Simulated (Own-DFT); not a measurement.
# What random displacements cost in beta-Si3N4, 42 atoms (N24Si18)

All numbers below are calculated, not measured. They come from Own-DFT, an in-house plane-wave density functional program, since retired, whose code no person has reviewed. Each row is one single-point run on a periodic cell that was not relaxed, without spin or spin-orbit coupling.

Settings of every run: PBE; PseudoDojo norm-conserving scalar-relativistic files; cutoff 42 hartree; 3 x 3 x 3 k mesh centred on Gamma; Fermi-Dirac smearing of 0.1 eV.

Known limits, some of them of some rows only: some atoms lie very close together; forces on such cells passed a denser k mesh, each cell not checked; stress not checked against mesh or cutoff.

Cell vectors in Å: (7.606, 0.000, 0.000); (-3.803, 6.587, 0.000); (0.000, 0.000, 8.727). In each run every atom was moved at random and independently from its ideal site; u is the rms move along one axis. E is the free energy for each atom above the fitted value at u = 0, and F the rms of the force components.

```
run,u (Å),E (meV/atom),F (eV/Å),largest force (eV/Å),P (GPa)
1,0.0188,19.8,0.813,2.73,5.50
2,0.0196,23.3,0.873,2.94,5.69
3,0.0207,21.5,0.844,2.95,5.65
4,0.0459,92.3,1.824,8.63,7.45
5,0.0486,?,?,?,?
6,0.0491,121.2,2.093,8.15,8.33
7,0.0899,445.9,5.665,38.21,15.75
8,0.0989,577.8,5.863,28.41,22.83
9,0.1547,1155.0,9.532,50.06,34.15
```

## Worked fit

For small independent moves the energy grows as E = (3/2) K u², with K the mean stiffness felt by one atom. The runs with u up to 0.11 Å give K = 35.5 ± 2.0 eV/Å², with residuals divided by u² + 0.0006 Å², since the noise grows with the moves. The scatter is 14.2 meV/atom at u = 0.05 Å. The forces follow F = G u with G = 48.4 eV/Å²; no force at u = 0 is resolved. G exceeds K because the moves of its neighbours add to the force on an atom, and stiffness differs between atoms. At u = 0.155 Å the parabola gives 1274 meV/atom and the run 1155. The pressure follows P = 4.59 + 1658 u² GPa: at fixed volume, shortened bonds push harder than stretched ones pull.

## Withheld run

Question: what energy and rms force should run 5 give?

The fit gives 126 ± 15 meV/atom and about 2.35 eV/Å. The calculation gave 129.3 meV/atom and 2.179 eV/Å.
